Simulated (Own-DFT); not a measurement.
# What a defect does to the pressure of its cell: B20 RuSi

Calculated, not measured: single-point runs of Own-DFT, a retired in-house plane-wave DFT program that no person has reviewed, on unrelaxed cells, without spin or spin-orbit coupling.

Settings: PBE; PseudoDojo norm-conserving scalar-relativistic files; cutoff 50 hartree; 5 x 4 x 5 k mesh centred on Gamma; cold (Marzari-Vanderbilt) smearing of 0.2 eV.

Limits (not all hold for every row): not probed for a lower state with spin; forces on such cells failed a check on a denser k mesh; stress not checked against mesh or cutoff.

All runs share one cell, with vectors in Å (4.709, 0.000, 4.709); (0.000, 9.417, 0.000); (-4.709, 0.000, 4.709) and a volume of 417.6 Å³. u is the rms random offset of the atoms per axis. The defect's site can differ from row to row.

| cell | formula | u (Å) | P (GPa) |
|---|---|---|---|
| no defect | Ru16Si16 | 0.0198 | 5.02 |
| no defect | Ru16Si16 | 0.0199 | 5.08 |
| no defect | Ru16Si16 | 0.0497 | 6.90 |
| one Si on a Ru site | Ru15Si17 | 0.0305 | 5.71 |
| one Si on a Ru site | Ru15Si17 | 0.0306 | 6.04 |
| one Si on a Ru site | Ru15Si17 | 0.0523 | 7.36 |
| one Si vacancy | Ru16Si15 | 0.0277 | 2.18 |
| one Si vacancy | Ru16Si15 | 0.0305 | 2.83 |
| one Si vacancy | Ru16Si15 | 0.0487 | 2.25 |
| one Ru on a Si site | Ru17Si15 | 0.0267 | 8.16 |
| one Ru on a Si site | Ru17Si15 | 0.0271 | 7.86 |
| one Ru on a Si site | Ru17Si15 | 0.0482 | 9.90 |
| one Ru on a Si site | Ru17Si15 | 0.0523 | ? |
| one Ru vacancy | Ru15Si16 | 0.0291 | 2.67 |
| one Ru vacancy | Ru15Si16 | 0.0452 | 3.58 |
| one Ru vacancy | Ru15Si16 | 0.0486 | 3.62 |

## What the rows give

P = P0 + c u² + a shift for each defect gives P0 = 4.87 GPa, c = 731 ± 150 GPa/Å² and a scatter of 0.47 GPa. The shifts, and each times the cell's volume:

- one Ru on a Si site: 2.85 ± 0.38 GPa, 7.4 eV
- one Si on a Ru site: 0.37 ± 0.39 GPa, 1.0 eV (not resolved)
- one Ru vacancy: -2.86 ± 0.39 GPa, -7.4 eV
- one Si vacancy: -3.44 ± 0.38 GPa, -9.0 eV

A positive shift means that the defect pushes the cell outwards. Shift times volume (160.2 GPa Å³ is 1 eV) depends little on the cell's size, so, taken for each site, it can be compared between cells at like pressure. The atoms around the defects weren't relaxed, which would change these numbers.

## Withheld run

Question: what pressure belongs in the blank (one Ru on a Si site, u = 0.0523 Å)?

The fit gives 9.72 ± 0.58 GPa. The run itself gave 8.89 GPa.
